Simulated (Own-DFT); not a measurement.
Simulation results for Hf31O64 (monoclinic hafnia with one vacancy, atoms displaced)

Computed with Own-DFT development build. A calculation, not a measurement: plane-wave PBE density functional theory by an unreviewed code, no spin, of a simulated periodic cell, stress positive in tension, free energy of the whole cell less one offset for each atom, defect cell not probed for a lower state with spin; hafnium file: forces about 75 meV/angstrom off all-electron values; oxygen file: force components 24 meV/angstrom off all-electron in one glass; forces on such cells passed a denser k mesh, this cell's mesh not checked; offsets are fitted by least squares, one for each functional and potential file, so energies compare only between cells with the same atoms and settings and are not formation energies; the far tail of each file's local potential was reset to the Coulomb form; each entry is a single point on an unrelaxed cell, so the pressure reflects the starting lattice, mostly measured values, from which strain is counted, and rises with the displacements; printed positions are rounded, which can move forces by about a meV/angstrom; the program is a retired in-house code; no spin-orbit coupling; before rounding, a Quantum ESPRESSO 7.3.1 run of the same cell and cutoff gave forces within 1 meV/angstrom rms on each cell, which checks the program and not the settings.

Entry: Hf31O64 (monoclinic hafnia with one vacancy, atoms displaced)

```
Hf31O64
1.0
     10.2340     0.0000     0.0000
      0.0000    10.3500     0.0000
     -1.6955     0.0000    10.4453
Hf O Hf O Hf O Hf O Hf O Hf O Hf O Hf O
4 8 4 8 4 8 4 8 3 8 4 8 4 8 4 8
Direct
  0.13436 0.02345 0.10423
  0.36136 0.26048 0.14648
  0.35921 0.47960 0.39291
  0.14344 0.22426 0.35773
  0.04342 0.16913 0.17735
  0.45460 0.41341 0.07295
  0.46708 0.33643 0.33400
  0.04037 0.07899 0.43022
  0.22685 0.36999 0.23362
  0.27429 0.13231 0.01811
  0.27294 0.12169 0.26526
  0.22189 0.37028 0.48584
  0.13805 0.01788 0.60055
  0.36554 0.26936 0.64397
  0.35866 0.48152 0.89124
  0.13947 0.22477 0.85580
  0.03384 0.16341 0.66958
  0.46783 0.41297 0.57973
  0.46402 0.33879 0.83113
  0.02974 0.08168 0.91916
  0.22311 0.38823 0.73738
  0.27970 0.13070 0.51243
  0.27638 0.12438 0.76099
  0.22626 0.36290 0.99742
  0.13509 0.51760 0.11314
  0.36340 0.76518 0.15062
  0.36316 0.98039 0.38925
  0.14129 0.72700 0.35717
  0.03651 0.67422 0.17739
  0.46118 0.90923 0.08143
  0.46728 0.83747 0.33126
  0.03073 0.58774 0.42739
  0.21739 0.87748 0.24598
  0.27301 0.63001 0.00707
  0.27632 0.62024 0.25707
  0.22839 0.86747 0.49566
  0.14308 0.51638 0.61024
  0.35613 0.76688 0.64290
  0.35954 0.98455 0.89970
  0.13689 0.73534 0.85778
  0.03503 0.66801 0.67314
  0.46453 0.92074 0.57169
  0.46713 0.82951 0.82917
  0.04939 0.58192 0.92297
  0.22693 0.87864 0.74174
  0.27497 0.62548 0.50275
  0.27612 0.61785 0.75604
  0.21992 0.87685 0.98830
  0.64164 0.02427 0.10923
  0.86457 0.26614 0.14837
  0.64326 0.24004 0.35982
  0.53667 0.17074 0.16534
  0.96236 0.40784 0.07668
  0.96590 0.34044 0.33098
  0.53548 0.08071 0.42257
  0.72293 0.38267 0.23142
  0.77405 0.12839 0.00602
  0.77828 0.11842 0.25912
  0.72210 0.37086 0.48202
  0.63658 0.02316 0.60740
  0.86371 0.26840 0.64968
  0.86638 0.48407 0.89593
  0.64218 0.22762 0.85901
  0.53645 0.16207 0.67382
  0.96066 0.41500 0.57446
  0.95963 0.32731 0.82570
  0.53108 0.08913 0.92044
  0.72710 0.37918 0.73372
  0.78064 0.13146 0.50597
  0.77461 0.12163 0.75696
  0.72572 0.37253 0.98799
  0.63702 0.51867 0.10659
  0.85882 0.76972 0.15214
  0.86333 0.97152 0.40041
  0.63762 0.73847 0.34848
  0.53593 0.65998 0.17297
  0.95815 0.92471 0.08066
  0.96166 0.83963 0.32472
  0.53401 0.57610 0.41828
  0.71594 0.86500 0.23759
  0.78305 0.62793 0.00923
  0.77486 0.61991 0.25557
  0.72413 0.87210 0.49096
  0.63588 0.51887 0.60157
  0.86908 0.77139 0.64385
  0.86050 0.98022 0.90085
  0.64491 0.72544 0.86122
  0.54038 0.66243 0.67892
  0.96308 0.91028 0.57560
  0.96588 0.83843 0.82529
  0.53492 0.57898 0.92188
  0.72883 0.87626 0.74701
  0.77633 0.63221 0.50715
  0.76618 0.62296 0.76162
  0.72970 0.87403 0.99523
```

```
functional                        : PBE
potential files                   : PseudoDojo norm-conserving, scalar-relativistic, standard set
wave cutoff                       : 72 hartree
occupations                       : Fermi-Dirac
smearing width                    : 0.1 eV
k mesh                            : 2 x 2 x 2 centred on Gamma
free energy of cell above offsets : -77.294 eV
pressure                          : 4.17 GPa
stress xx                         : -4.19 GPa
stress yy                         : -4.36 GPa
stress zz                         : -3.95 GPa
stress yz                         : -0.14 GPa
stress xz                         : -0.1 GPa
stress xy                         : 0.59 GPa
```

Force:
| element | x (eV/Å) | y (eV/Å) | z (eV/Å) |
| --- | --- | --- | --- |
| Hf | -0.271 | -1.43 | 0.361 |
| Hf | 0.644 | 2.707 | 0.311 |
| Hf | 0.895 | -0.555 | 0.126 |
| Hf | -1.591 | 1.679 | 0.445 |
| O | -0.98 | -0.028 | -0.451 |
| O | 1.024 | 0.372 | 0.823 |
| O | -0.063 | -0.885 | -0.564 |
| O | -0.407 | 0.159 | -1.124 |
| O | -0.598 | 0.971 | 1.079 |
| O | -0.233 | -1.767 | -1.494 |
| O | 0.895 | -0.614 | -0.6 |
| O | 0.369 | 0.165 | 0.589 |
| Hf | 0.325 | 0.309 | 1.126 |
| Hf | 0.101 | 0.397 | 0.633 |
| Hf | 0.123 | -0.347 | 1.629 |
| Hf | -0.667 | 1.031 | -0.171 |
| O | 0.705 | -0.246 | 0.588 |
| O | -0.801 | -0.073 | -0.251 |
| O | 0.611 | -1.18 | -0.872 |
| O | 1.306 | 0.825 | 0.536 |
| O | 0.118 | -2.384 | 0.971 |
| O | -0.153 | -0.517 | -0.069 |
| O | -0.174 | -0.158 | 0.408 |
| O | -0.805 | 0.482 | -1.57 |
| Hf | 0.291 | -0.107 | -1.328 |
| Hf | -0.306 | 0.116 | -1.144 |
| Hf | 0.034 | 0.031 | 1.969 |
| Hf | -1.549 | -0.021 | -0.067 |
| O | 0.502 | -1.059 | -0.637 |
| O | 0.914 | 1.32 | -0.245 |
| O | -0.378 | -0.782 | -0.907 |
| O | 1.075 | 0.426 | 0.02 |
| O | 0.778 | 0.398 | -0.836 |
| O | 0.474 | 0.359 | 0.994 |
| O | -0.243 | -0.34 | 0.478 |
| O | -0.464 | 0.161 | -0.603 |
| Hf | -2.485 | 0.969 | -2.869 |
| Hf | 2.163 | 0.615 | 1.304 |
| Hf | 1.157 | -1.805 | -0.584 |
| Hf | 0.552 | -0.203 | -0.591 |
| O | 0.811 | -0.594 | 0.33 |
| O | -0.518 | -1.038 | 0.912 |
| O | -0.722 | 0.865 | 0.054 |
| O | -2.021 | -1.111 | 0.182 |
| O | -0.094 | 0.154 | -0.165 |
| O | 0.171 | 0.103 | 0.922 |
| O | -0.012 | 1.26 | -0.161 |
| O | -0.046 | 0.016 | 0.509 |
| Hf | -0.698 | -0.797 | -0.665 |
| Hf | -0.715 | 1.663 | 1.202 |
| Hf | 0.576 | -0.205 | -0.729 |
| O | 0.417 | -0.526 | 0.452 |
| O | 1.272 | 1.264 | -0.204 |
| O | 1.012 | -1.355 | -0.553 |
| O | 0.543 | 0.937 | -0.522 |
| O | -0.462 | -1.908 | -0.139 |
| O | -0.055 | 0.189 | 0.745 |
| O | -0.018 | -0.628 | -0.078 |
| O | -0.638 | 0.166 | 1.613 |
| Hf | 0.714 | -1.202 | -0.84 |
| Hf | -0.458 | 0.791 | -2.462 |
| Hf | -0.456 | -0.471 | -0.457 |
| Hf | -0.389 | 1.338 | -1.056 |
| O | -0.925 | 1.132 | 0.411 |
| O | 1.06 | -0.213 | 1.28 |
| O | 1.105 | 0.407 | 0.93 |
| O | -0.115 | -0.72 | 0.844 |
| O | -0.453 | -0.033 | 0.763 |
| O | -0.505 | -0.502 | 0.599 |
| O | 0.003 | -0.228 | 0.797 |
| O | 0.055 | -0.297 | -0.427 |
| Hf | 0.611 | -0.74 | -0.062 |
| Hf | 0.363 | -1.056 | -0.579 |
| Hf | -0.831 | 1.871 | -0.229 |
| Hf | 1.007 | -3.891 | 2.146 |
| O | -1.432 | 1.117 | 0.062 |
| O | 0.855 | -0.019 | 0.389 |
| O | 0.987 | -0.715 | 0.345 |
| O | -0.297 | 0.941 | 0.007 |
| O | 0.214 | 2.437 | -0.211 |
| O | -0.182 | 0.013 | 0.17 |
| O | -0.591 | 1.108 | -0.632 |
| O | -0.026 | 0.236 | -0.158 |
| Hf | 1.884 | 0.489 | -0.97 |
| Hf | -2.509 | -1.601 | 0.292 |
| Hf | -0.482 | -0.75 | -1.398 |
| Hf | -1.086 | 0.785 | -0.946 |
| O | -1.647 | 0.671 | -0.862 |
| O | 1.485 | 1.237 | -0.19 |
| O | 0.48 | -0.35 | 0.625 |
| O | 0.214 | 0.397 | 0.161 |
| O | -0.354 | 0.603 | -0.608 |
| O | -0.909 | 1.021 | 0.757 |
| O | 1.89 | -0.821 | 0.303 |
| O | -0.969 | -0.435 | 0.09 |
